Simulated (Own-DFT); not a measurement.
Simulation results for AlGa$_{3}$N$_{4}$ (wurtzite random alloy, strained, atoms displaced)

A calculation, not a measurement: plane-wave PBE density functional theory by an unreviewed code, no spin, of a simulated periodic cell, stress positive in tension, free energy of the whole cell less one offset for each atom, forces on such cells passed a denser k mesh, this cell's mesh not checked; offsets are fitted by least squares, one for each functional and potential file, so energies compare only between cells with the same atoms and settings and are not formation energies; the far tail of each file's local potential was reset to the Coulomb form; each entry is a single point on an unrelaxed cell, so the pressure reflects the starting lattice, mostly measured values, from which strain is counted, and rises with the displacements; printed positions are rounded, which can move forces by about a meV/angstrom; the program is a retired in-house code; no spin-orbit coupling. Program: Own-DFT development build.

Common to all runs: functional PBE; potential files PseudoDojo norm-conserving, scalar-relativistic, standard set; wave cutoff 42 hartree; occupations Fermi-Dirac; smearing width 0.1 eV; k mesh 4 x 4 x 3 centred on Gamma.

(1) AlGa$_{3}$N$_{4}$ (wurtzite random alloy, strained, atoms displaced)

```
cell vectors (Å)
   9.6043     0.0000     0.0000
  -4.8022     8.3176     0.0000
   0.0000     0.0000    10.2685
atoms (fractions of the cell vectors)
Al  0.10519  0.21071  0.00012
Ga  0.22040  0.11539  0.25340
N   0.10368  0.21543  0.18441
N   0.22597  0.11016  0.43987
Ga  0.11609  0.22309  0.50140
Al  0.22159  0.11662  0.74569
N   0.10433  0.22339  0.68696
N   0.22961  0.11221  0.93975
Ga  0.11308  0.55324  0.00693
Ga  0.22584  0.43741  0.24980
N   0.11417  0.55350  0.17862
N   0.21530  0.43703  0.44334
Ga  0.10729  0.55283  0.49968
Al  0.21917  0.43855  0.75141
N   0.11673  0.55777  0.69658
N   0.22598  0.44696  0.94066
Ga  0.11099  0.88287  0.99770
Ga  0.21885  0.76807  0.25922
N   0.10679  0.88201  0.19402
N   0.22728  0.77367  0.43545
Al  0.10409  0.88168  0.50165
Al  0.21729  0.77626  0.74927
N   0.11286  0.88528  0.68402
N   0.22776  0.77450  0.93608
Ga  0.45483  0.23046  0.00187
Ga  0.57120  0.12065  0.24909
N   0.44324  0.22226  0.19944
N   0.55170  0.10706  0.44267
Ga  0.44144  0.21863  0.49838
Ga  0.55875  0.11132  0.74919
N   0.44274  0.22710  0.68508
N   0.55272  0.10770  0.94652
Ga  0.44602  0.55258  0.00066
Al  0.55557  0.44013  0.24925
N   0.44555  0.54928  0.19355
N   0.55688  0.44994  0.42801
Ga  0.44380  0.55488  0.49134
Ga  0.55070  0.44168  0.74275
N   0.44558  0.55205  0.67988
N   0.54961  0.44495  0.94081
Ga  0.44515  0.89024  0.99090
Ga  0.53600  0.75988  0.24759
N   0.44272  0.89142  0.18876
N   0.55432  0.77432  0.44520
Ga  0.45132  0.88408  0.50171
Ga  0.55100  0.76670  0.74584
N   0.44155  0.88310  0.68813
N   0.55159  0.77147  0.94229
Ga  0.78769  0.23341  0.99491
Ga  0.90183  0.11616  0.24976
N   0.77937  0.22500  0.18934
N   0.89478  0.11731  0.44369
Ga  0.77299  0.23257  0.50548
Ga  0.89777  0.12193  0.75197
N   0.77814  0.22188  0.68758
N   0.88112  0.11077  0.94041
Ga  0.78761  0.56585  0.99385
Ga  0.88363  0.44702  0.24860
N   0.78773  0.57215  0.19279
N   0.89806  0.44851  0.44282
Al  0.78111  0.55643  0.49970
Ga  0.88399  0.43812  0.75090
N   0.78683  0.55788  0.68976
N   0.88642  0.44421  0.94360
Ga  0.78704  0.89519  0.00704
Al  0.88733  0.77837  0.25475
N   0.76894  0.87315  0.18550
N   0.88950  0.76985  0.43943
Al  0.78562  0.90044  0.49893
Ga  0.89012  0.77705  0.74926
N   0.77929  0.88250  0.68909
N   0.89238  0.77798  0.94174
```

```
free energy of cell above offsets : 6.157 eV
pressure                          : 3.19 GPa
stress xx                         : -1.11 GPa
stress yy                         : -2.81 GPa
stress zz                         : -5.64 GPa
stress yz                         : 0.28 GPa
stress xz                         : 0.28 GPa
stress xy                         : 0.08 GPa
```

Force:
```
element  x (eV/Å)  y (eV/Å)  z (eV/Å)
     Al     0.545     1.238    -0.739
     Ga     0.979    -1.597    -0.702
      N     1.645     1.029    -0.825
      N    -1.125    -1.281     0.748
     Ga    -0.286    -0.593     -0.33
     Al     0.529    -0.854     0.551
      N     2.343     0.596     1.119
      N     -1.54     0.064    -0.932
     Ga     0.224     0.515     -3.35
     Ga    -1.257     0.296    -0.029
      N    -0.092      -0.6     4.241
      N     0.482     0.918      -1.1
     Ga     1.487     0.801     1.198
     Al     0.175     1.348     0.048
      N    -0.046    -0.573    -0.407
      N    -0.264    -2.187    -0.746
     Ga     1.057     0.671     1.004
     Ga    -0.037     1.167    -2.784
      N    -0.559     0.528    -0.045
      N    -1.184     0.375     2.699
     Al     1.083     0.351    -0.986
     Al     0.977    -0.065     0.118
      N     0.098     1.222     0.558
      N     -1.43    -0.141    -0.785
     Ga    -0.647    -1.044     0.663
     Ga    -1.852    -2.117     0.484
      N     0.465     0.869    -1.064
      N     0.673       0.6     -0.23
     Ga     0.475     0.855    -0.614
     Ga    -0.899    -0.732     0.418
      N    -0.094    -1.407      0.71
      N     0.715     1.652    -1.476
     Ga    -0.902     0.591     0.293
     Al     0.504     0.863     -0.58
      N     0.296    -1.494     -0.49
      N     1.512    -0.519     1.538
     Ga     0.065    -0.462     0.553
     Ga     0.746     0.955     0.877
      N    -1.304    -0.981     0.928
      N     1.948     0.281    -0.908
     Ga     0.441    -0.894     1.688
     Ga     0.541     2.831     0.378
      N     0.334     -0.34     0.044
      N     1.655     0.934    -1.139
     Ga    -1.337     0.433     -0.22
     Ga     0.201     0.926     0.809
      N    -0.603     0.302     0.926
      N     0.886     0.715    -0.713
     Ga    -1.278    -1.808      1.41
     Ga    -2.853    -1.774     0.917
      N      1.49     0.598    -0.397
      N    -0.585    -0.786    -0.398
     Ga     1.004    -1.149    -1.424
     Ga    -1.188    -2.351    -0.166
      N    -0.079    -0.122     1.048
      N     2.054      0.58    -0.022
     Ga    -1.155     -1.37     1.408
     Ga     1.014     0.397    -0.053
      N    -0.966    -2.203    -0.508
      N    -2.574    -0.194    -0.655
     Al    -0.528    -0.194    -0.157
     Ga      0.85      1.28     0.265
      N    -1.075    -0.835    -0.971
      N     0.432     1.058    -1.018
     Ga    -1.277    -1.335    -1.463
     Al     0.363     0.604    -0.385
      N     0.331     1.156     2.352
      N    -0.703     1.278     0.372
     Al    -0.052    -1.539     0.251
     Ga     0.143     0.241     0.127
      N    -0.645     1.316     -0.79
      N    -0.342     1.107    -1.143
```

(2) AlGa$_{3}$N$_{4}$ (wurtzite random alloy, strained, atoms displaced)

```
cell vectors (Å)
   9.6043     0.0000     0.0000
  -4.8022     8.3176     0.0000
   0.0000     0.0000    10.2685
atoms (fractions of the cell vectors)
Ga  0.11004  0.22264  0.99938
Ga  0.21455  0.10826  0.25354
N   0.11545  0.22012  0.19045
N   0.21882  0.11175  0.44115
Al  0.10559  0.22658  0.49883
Ga  0.21050  0.11151  0.74359
N   0.10827  0.20928  0.69214
N   0.22976  0.11044  0.94415
Ga  0.12329  0.55972  0.99990
Ga  0.20723  0.43723  0.24613
N   0.10890  0.55476  0.18998
N   0.21030  0.42973  0.44199
Ga  0.11142  0.55707  0.51273
Ga  0.22528  0.44723  0.74859
N   0.10934  0.55534  0.68754
N   0.22938  0.44217  0.94166
Ga  0.11523  0.89162  0.99633
Al  0.21847  0.77848  0.24371
N   0.11203  0.89165  0.19375
N   0.21646  0.77255  0.43838
Al  0.10399  0.88416  0.50300
Ga  0.21653  0.77674  0.74605
N   0.10806  0.87695  0.68672
N   0.22233  0.77088  0.93575
Ga  0.45253  0.23044  0.00620
Ga  0.55995  0.10885  0.25139
N   0.44437  0.21634  0.19236
N   0.55293  0.10977  0.44292
Al  0.43639  0.21570  0.50254
Al  0.56352  0.12090  0.74977
N   0.44370  0.21763  0.69001
N   0.55270  0.10951  0.94068
Ga  0.43743  0.54970  0.99792
Ga  0.55692  0.44020  0.24686
N   0.44243  0.55167  0.19112
N   0.56024  0.45219  0.44324
Ga  0.43505  0.54850  0.50471
Ga  0.56251  0.45222  0.74989
N   0.44083  0.55338  0.69713
N   0.55205  0.43929  0.93592
Ga  0.43802  0.88159  0.99706
Ga  0.55248  0.76494  0.25233
N   0.43919  0.87886  0.19060
N   0.55665  0.77661  0.43110
Al  0.45102  0.89360  0.49611
Ga  0.55163  0.78395  0.74310
N   0.43687  0.89153  0.68569
N   0.55657  0.77377  0.94034
Al  0.78312  0.22538  0.99607
Ga  0.88165  0.11517  0.25142
N   0.77037  0.21868  0.19176
N   0.88947  0.10321  0.44212
Ga  0.78223  0.21861  0.50028
Ga  0.88724  0.11746  0.75743
N   0.77566  0.23578  0.68975
N   0.89021  0.10444  0.94535
Ga  0.77879  0.55676  0.99793
Ga  0.89462  0.45187  0.25108
N   0.78380  0.56421  0.17984
N   0.89427  0.43997  0.43919
Ga  0.77059  0.54692  0.50334
Al  0.89830  0.44443  0.74907
N   0.77075  0.55541  0.68462
N   0.88780  0.43430  0.94041
Ga  0.77108  0.87845  0.99513
Ga  0.89857  0.78602  0.25280
N   0.78115  0.88185  0.18978
N   0.89335  0.77189  0.44384
Al  0.77278  0.88837  0.49813
Ga  0.87728  0.77487  0.75211
N   0.77833  0.89081  0.69127
N   0.89634  0.77974  0.93538
```

```
free energy of cell above offsets : 5.884 eV
pressure                          : 3.06 GPa
stress xx                         : -2.23 GPa
stress yy                         : -1.81 GPa
stress zz                         : -5.13 GPa
stress yz                         : 0.89 GPa
stress xz                         : -0.88 GPa
stress xy                         : -0.57 GPa
```

Force:
```
element  x (eV/Å)  y (eV/Å)  z (eV/Å)
     Ga     1.234     -0.91     0.399
     Ga     1.402     0.353      0.08
      N    -1.886     0.059    -0.358
      N    -0.221    -0.256     1.264
     Al     1.204     -2.25     0.654
     Ga     4.365    -1.994     1.856
      N    -3.573     2.935    -1.892
      N    -0.993     0.525    -0.888
     Ga    -1.159    -1.258     0.093
     Ga     1.756      0.62     1.005
      N      0.17     1.176    -0.508
      N    -0.018      1.74    -0.042
     Ga     0.111     0.126     -3.72
     Ga    -0.373    -1.107     0.567
      N     0.134      -0.8     2.625
      N    -1.991    -0.474    -1.005
     Ga     0.133    -0.042     0.607
     Al     0.653    -0.091       1.5
      N      1.34    -0.582    -1.069
      N     0.542     1.216    -0.264
     Al     1.073     0.224    -0.548
     Ga     0.884       0.3     0.451
      N    -1.928     1.267    -0.279
      N    -0.657     0.495    -0.012
     Ga    -0.141    -1.524    -0.671
     Ga    -1.373    -1.045     0.121
      N    -0.273     0.278     0.467
      N     -0.03     0.099     0.208
     Al     0.394     0.724    -0.104
     Al    -1.581    -1.041     0.445
      N    -0.207     0.406    -0.585
      N     1.586     0.406    -0.764
     Ga      2.02     0.959     0.923
     Ga    -0.094     0.542     0.656
      N    -0.444    -1.131    -0.488
      N    -0.989    -2.292    -0.613
     Ga     0.419     0.376    -0.776
     Ga    -0.722    -1.976    -0.075
      N     0.192     0.807    -1.143
      N     0.343     1.364     0.538
     Ga     0.955     1.133     0.622
     Ga     0.002     1.035    -1.668
      N    -0.473     0.198    -0.043
      N    -0.384     0.535     3.232
     Al    -1.182    -1.086    -0.186
     Ga     0.164    -0.256     0.896
      N      1.24     0.926     -0.44
      N    -0.984    -0.256    -0.947
     Al    -0.759    -1.656      1.02
     Ga     1.397    -1.313    -0.517
      N     1.097     1.379    -1.558
      N    -0.161     0.243     0.255
     Ga    -0.942     0.249    -0.276
     Ga     0.127    -0.634    -0.677
      N     1.146    -1.004     0.425
      N     -1.43     0.948    -0.224
     Ga     0.263     -0.29    -0.762
     Ga    -1.131    -0.688    -0.165
      N     0.097    -0.735     1.786
      N    -0.798     0.102     0.392
     Ga     1.174     0.794    -1.105
     Al    -1.891     0.676     0.754
      N     2.233    -0.028     1.737
      N     0.458     1.115    -1.203
     Ga     0.834     0.547     1.342
     Ga    -0.643    -1.186     0.389
      N    -1.262     1.026    -0.179
      N    -1.511     0.867     0.103
     Al      1.22    -0.999     0.142
     Ga      1.53     0.056    -1.019
      N    -1.117     0.589    -1.283
      N    -0.573    -0.513      0.51
```

(3) AlGa$_{3}$N$_{4}$ (wurtzite random alloy, strained, atoms displaced)

```
cell vectors (Å)
   9.6043     0.0000     0.0000
  -4.8022     8.3176     0.0000
   0.0000     0.0000    10.2685
atoms (fractions of the cell vectors)
Al  0.11171  0.21967  0.99942
Ga  0.21670  0.10877  0.25380
N   0.11374  0.22149  0.18410
N   0.22197  0.10963  0.43562
Al  0.11645  0.23118  0.49627
Al  0.21535  0.11025  0.74293
N   0.10029  0.21143  0.68272
N   0.21514  0.11577  0.94668
Ga  0.11027  0.56019  0.99790
Ga  0.21680  0.44423  0.24477
N   0.09834  0.54921  0.18243
N   0.22877  0.45120  0.43969
Al  0.11776  0.56453  0.50341
Ga  0.22087  0.44575  0.75096
N   0.11127  0.55383  0.70454
N   0.21638  0.44914  0.92860
Ga  0.11155  0.88881  0.00259
Ga  0.22589  0.78607  0.25794
N   0.10937  0.89034  0.18387
N   0.23640  0.77688  0.42880
Al  0.11538  0.90254  0.50725
Ga  0.22118  0.77590  0.75060
N   0.10648  0.88577  0.68726
N   0.20932  0.76832  0.94007
Al  0.43585  0.22419  0.99847
Al  0.56167  0.11259  0.24558
N   0.43053  0.22487  0.18384
N   0.56476  0.11675  0.43751
Ga  0.43772  0.21497  0.49429
Ga  0.55642  0.11165  0.74950
N   0.44789  0.23394  0.68980
N   0.55716  0.11101  0.94257
Ga  0.44759  0.55511  0.99907
Ga  0.54942  0.44461  0.25480
N   0.44544  0.55512  0.18465
N   0.55320  0.44641  0.44255
Ga  0.43494  0.54236  0.49526
Ga  0.54940  0.44703  0.75355
N   0.43407  0.54143  0.68872
N   0.54964  0.43306  0.94581
Ga  0.45346  0.89056  0.99671
Al  0.54440  0.77031  0.25019
N   0.45090  0.88880  0.19465
N   0.55811  0.78287  0.43409
Ga  0.43523  0.87564  0.50628
Ga  0.54581  0.77695  0.74679
N   0.44645  0.88048  0.69676
N   0.55069  0.77973  0.93679
Ga  0.77887  0.21421  0.99693
Ga  0.88825  0.10481  0.24065
N   0.77761  0.22306  0.19092
N   0.89068  0.11220  0.44501
Ga  0.77650  0.22264  0.50433
Ga  0.89261  0.11037  0.74773
N   0.77956  0.22167  0.68891
N   0.88127  0.09972  0.94265
Ga  0.78378  0.55776  0.99831
Ga  0.89543  0.45788  0.24581
N   0.77552  0.55853  0.19274
N   0.89573  0.44381  0.43661
Al  0.76666  0.55050  0.50602
Ga  0.88725  0.44203  0.75009
N   0.78417  0.56338  0.68736
N   0.88492  0.43990  0.93639
Ga  0.77008  0.88565  0.99540
Ga  0.88699  0.76833  0.25519
N   0.78081  0.88645  0.18580
N   0.87982  0.77235  0.43993
Ga  0.77309  0.88605  0.49761
Ga  0.88333  0.78003  0.75366
N   0.77250  0.89246  0.69790
N   0.89086  0.78982  0.93718
```

```
free energy of cell above offsets : 7.569 eV
pressure                          : 3.91 GPa
stress xx                         : -3.31 GPa
stress yy                         : -1.75 GPa
stress zz                         : -6.67 GPa
stress yz                         : 0 GPa
stress xz                         : -0.29 GPa
stress xy                         : 0.48 GPa
```

Force:
```
element  x (eV/Å)  y (eV/Å)  z (eV/Å)
     Al    -1.532     0.796    -0.199
     Ga      0.15    -0.031    -1.784
      N    -0.691     0.382     0.063
      N    -1.263    -0.036     1.676
     Al    -1.022    -1.098     0.021
     Al     0.593     0.345     1.235
      N     1.964     1.257      -0.4
      N     1.536    -0.325    -2.338
     Ga    -0.048    -1.612    -0.249
     Ga     0.041    -0.012    -0.083
      N     2.294     1.809     0.603
      N    -2.388    -1.334     -0.32
     Al    -0.598    -1.248    -0.103
     Ga     0.177    -1.288    -0.915
      N    -0.455     0.568    -3.454
      N     1.158    -1.493     3.067
     Ga    -0.348     0.357    -0.944
     Ga    -0.054    -0.363    -4.135
      N     0.384    -0.549     2.101
      N    -2.907     -0.67     4.334
     Al    -0.628    -2.053     -1.36
     Ga    -0.509     0.197     0.792
      N      0.68     1.372    -0.031
      N     0.928     2.543    -0.425
     Al     0.722    -1.287     0.545
     Al    -0.717     0.157     0.381
      N     2.313     -0.51     0.547
      N    -1.557    -1.179    -0.488
     Ga     1.499     0.918     0.663
     Ga    -0.221     0.414     0.262
      N    -0.599     -2.61     -0.22
      N    -1.621      0.36    -0.397
     Ga    -0.875    -0.228    -0.585
     Ga     0.695    -0.429    -0.937
      N    -1.024     0.782     1.066
      N     1.084    -0.726    -0.132
     Ga     1.033     2.428     1.127
     Ga     1.521     0.216     0.308
      N    -0.139      1.89    -0.574
      N     0.227     1.514    -0.884
     Ga    -2.229    -0.035     1.236
     Al     1.574     0.878    -0.254
      N    -0.565     0.504    -0.735
      N    -0.434    -1.463     0.252
     Ga     1.916     2.145    -0.603
     Ga      3.11     -1.86     0.862
      N    -3.244     1.881    -1.564
      N     1.026    -1.475     -0.27
     Ga    -0.583     1.063     0.845
     Ga    -0.547      0.59     1.329
      N    -0.268     0.023    -0.406
      N     1.011     0.376    -0.878
     Ga     0.954     0.308    -1.206
     Ga     -1.29    -0.115     0.788
      N    -0.383    -0.065     0.767
      N     1.414     2.103    -0.731
     Ga    -0.748    -0.028     0.228
     Ga    -1.143    -2.418     1.104
      N    -0.209    -1.037    -0.918
      N    -0.648     1.575     1.362
     Al     1.497     0.555    -0.964
     Ga    -0.527     0.192    -0.093
      N    -0.811    -0.961     0.188
      N     0.006     0.038     0.547
     Ga     0.417    -0.403     1.035
     Ga    -0.654     1.736    -0.689
      N    -1.234    -1.228     0.566
      N     1.812     0.028     1.346
     Ga     0.181     0.803     0.594
     Ga     0.101     -0.04    -0.737
      N     0.091    -1.201    -1.395
      N      0.61    -1.692     0.558
```
